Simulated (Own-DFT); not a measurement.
# Response to strain: 4H SiC, 72 atoms (C36Si36)

All numbers below are calculated, not measured. They come from Own-DFT, an in-house plane-wave density functional program, since retired, whose code no person has reviewed. Each row is one single-point run on a periodic cell that was not relaxed, without spin or spin-orbit coupling.

Settings of every run: PBE; PseudoDojo norm-conserving scalar-relativistic files; cutoff 42 hartree; 4 x 4 x 3 k mesh centred on Gamma; Fermi-Dirac smearing of 0.1 eV.

Known limits: forces on such cells passed a denser k mesh, each cell not checked; stress not checked against mesh or cutoff.

Unstrained cell vectors in Å: (9.248, 0.000, 0.000); (-4.624, 8.009, 0.000); (0.000, 0.000, 10.068). The unstrained cell has measured lattice constants (interpolated for alloys), not those of this functional. That, the random moves and any unrelaxed bonds set the pressure at no strain. Each run strains this cell uniformly, with the atoms carried along. Every atom was also moved at random, by a Gaussian of width 0.05 Å on each axis. Strain is the symmetric tensor, in per cent. Stress is positive in tension, and the pressure is minus a third of its trace.

```
run  e_xx (%)  e_yy (%)  e_zz (%)  e_yz (%)  e_xz (%)  e_xy (%)  s_xx (GPa)  s_yy (GPa)  s_zz (GPa)  s_yz (GPa)  s_xz (GPa)  s_xy (GPa)  P (GPa)  E (meV/atom)
  1     -0.59     -1.33      0.78      1.07     -0.07      0.81       -9.93      -12.23       -1.85        1.86        0.41        3.53     8.00          12.5
  2      0.64     -0.68     -1.45      1.32     -1.09      0.75       -3.89       -7.85      -13.23        4.85       -3.87        2.91     8.32           5.6
  3     -0.43     -1.74     -1.39      1.49     -1.06      0.51      -11.75      -15.77      -15.30        5.30       -2.22        2.68    14.27          43.8
  4      0.29      0.11     -1.98     -1.82      0.15     -1.85       -4.22       -4.30      -18.22       -5.86        1.10       -7.38     8.91          29.5
  5      1.93      0.09      0.35     -1.27     -1.58     -1.39        4.92       -2.97       -3.42       -3.94       -4.89       -6.08     0.49          17.2
  6     -0.49      0.08     -0.22      1.25      0.05     -0.77       -7.24       -4.39       -7.86        3.55       -0.47       -2.06     6.50           5.5
  7     -1.96      0.50     -0.50     -1.08     -0.11     -0.53      -15.13       -3.50      -11.24       -2.65       -1.17       -2.40     9.96          13.9
  8     -0.79      2.00      1.81      1.51      0.61      0.28       -5.07        4.23        4.19        4.80        1.32        2.14    -1.12          10.1
  9      1.43     -1.08      0.89      1.78      1.83      1.00        2.47      -11.63       -0.28        6.82        5.97        3.98     3.14          27.6
 10     -0.71      0.58      1.32      0.19      1.17     -0.36       -6.03       -1.00        0.03       -0.14        2.25       -1.69     2.33           0.0
 11      1.46      1.31      0.91      1.68     -1.85      0.02        3.62        4.41       -0.68        5.28       -6.27       -0.28    -2.45           3.5
 12     -0.08      1.91     -1.64     -0.24      0.26     -1.72       -5.45        4.77      -16.05       -0.66        0.89       -7.39     5.58          27.9
 13     -0.40     -0.45     -1.64      1.00      0.26     -0.08       -7.64       -8.75      -16.41        4.21        0.78       -0.82    10.93          10.6
 14     -1.42     -0.42     -0.06     -1.09     -1.26      0.41      -13.03       -8.73       -7.97       -3.79       -4.57        1.83     9.91          14.1
 15     -1.38      0.59      0.19     -1.05      1.37      1.13      -13.84       -2.61       -5.89       -3.48        4.28        6.43     7.45          25.7
 16      1.61     -0.09     -1.82     -1.38      1.81      0.85        1.99       -4.51      -16.71       -3.81        6.67        4.22     6.41          22.6
 17      1.75      1.42     -0.91      0.96     -1.40     -0.10           ?           ?           ?           ?           ?           ?        ?             ?
```

E is the free energy for each atom above the lowest run shown.

## Worked fit

Each stress component was fitted by least squares to a constant and the strains of the runs shown, as fractions, with shears doubled. Shear strains stay in the fit of a normal stress only where such slopes are resolved. The slopes, in GPa:

| stress | at no strain | per e_xx | per e_yy | per e_zz | scatter |
|---|---|---|---|---|---|
| s_xx | -5.2 | 527 ± 24 | 113 ± 27 | 76 ± 24 | 1.10 |
| s_yy | -5.1 | 72 ± 20 | 559 ± 23 | 10 ± 20 | 0.91 |
| s_zz | -6.5 | 62 ± 13 | -4 ± 15 | 588 ± 13 | 0.61 |

Each shear stress against twice its own strain: yz 164 ± 8, xz 161 ± 7, xy 220 ± 12 GPa. These are stiffnesses along x, y and z of the frame in which the cell vectors are given, which need not be the crystal's axes. The atoms are held to the strained lattice; where symmetry lets them move under strain, relaxing them would lower some slopes. The table should be nearly symmetric about its diagonal, and what it lacks of that shows the noise. A ninth of its sum, 223 ± 5 GPa, estimates the bulk modulus near the mean pressure of these runs, 6.2 GPa, so it lies above the value at zero pressure.

## Withheld run

Question: what normal stresses and pressure should run 17 give?

The fit gives s_xx = 4.9, s_yy = 4.0, s_zz = -10.8 and P = 0.6 GPa. The calculation gave 5.51, 3.93, -12.38 and P = 0.98 GPa.
